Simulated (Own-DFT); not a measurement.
# How strain changes the stress of wurtzite GaN, 96 atoms (Ga48N48)

These are calculations, not measurements. They come from Own-DFT, an in-house plane-wave density functional program, since retired, whose code no person has reviewed. Each row is one single-point run on a periodic cell that was not relaxed, without spin or spin-orbit coupling.

Settings of every run: PBE; PseudoDojo norm-conserving scalar-relativistic files (stringent for Ga); cutoff 96 hartree; 3 x 4 x 3 k mesh centred on Gamma; Gaussian smearing of 0.01 eV.

Known limits: forces on such cells passed a denser k mesh, each cell not checked; stress not checked against mesh or cutoff.

Unstrained cell vectors in Å: (12.756, 0.000, 0.000); (-4.784, 8.285, 0.000); (0.000, 0.000, 10.370). The unstrained cell has measured lattice constants (interpolated for alloys), not those of this functional. That, the random moves and any unrelaxed bonds set the pressure at no strain. Each run strains this cell uniformly, with the atoms carried along. Every atom was also moved at random, by a Gaussian of width 0.05 Å on each axis. Strain is the symmetric tensor, in per cent. Stress is positive in tension, and the pressure is minus a third of its trace.

```
run,e_xx (%),e_yy (%),e_zz (%),s_xx (GPa),s_yy (GPa),s_zz (GPa),P (GPa),E (meV/atom)
1,0.00,0.00,-0.50,-6.92,-7.45,-9.47,7.95,5.4
2,0.00,0.00,2.75,-4.42,-4.68,3.55,1.85,0.5
3,0.00,0.00,-0.25,-6.19,-7.27,-10.20,7.88,22.3
4,0.00,0.00,-1.25,-9.20,-6.93,-12.28,9.47,15.2
5,0.00,0.00,0.75,-5.66,-6.12,-5.92,5.90,13.5
6,0.00,0.00,-1.25,-7.66,-9.52,-12.79,9.99,32.4
7,0.00,0.00,0.75,-5.32,-7.17,-3.53,5.34,0.0
8,0.00,0.00,1.50,-5.03,-5.75,-1.28,4.02,2.3
9,0.00,0.00,2.75,-5.01,-6.89,3.49,2.81,30.9
10,0.00,0.00,1.50,-6.21,-5.84,-1.33,4.46,13.5
11,0.00,0.00,-0.50,-6.41,-6.98,-10.30,7.90,9.8
12,0.00,0.00,-0.25,-8.67,-6.57,-8.12,7.79,20.1
13,0.00,0.00,1.75,?,?,?,?,?
```

E is the free energy for each atom above the lowest run shown.

## Worked fit

The change of volume is close to e_xx + e_yy + e_zz. A straight line through the runs shown gives P = 7.21 - 186 x (fractional change of volume) GPa, with an error of 8 on the slope and a scatter of 0.36 GPa. The strain isn't the same on all axes and the cell isn't cubic, so the slope belongs to this path and is not the bulk modulus.

## Withheld run

Question: what pressure should run 13 give? Its volume changes by 1.75 %.

The line gives 4.0 GPa. The calculation gave 3.80 GPa.
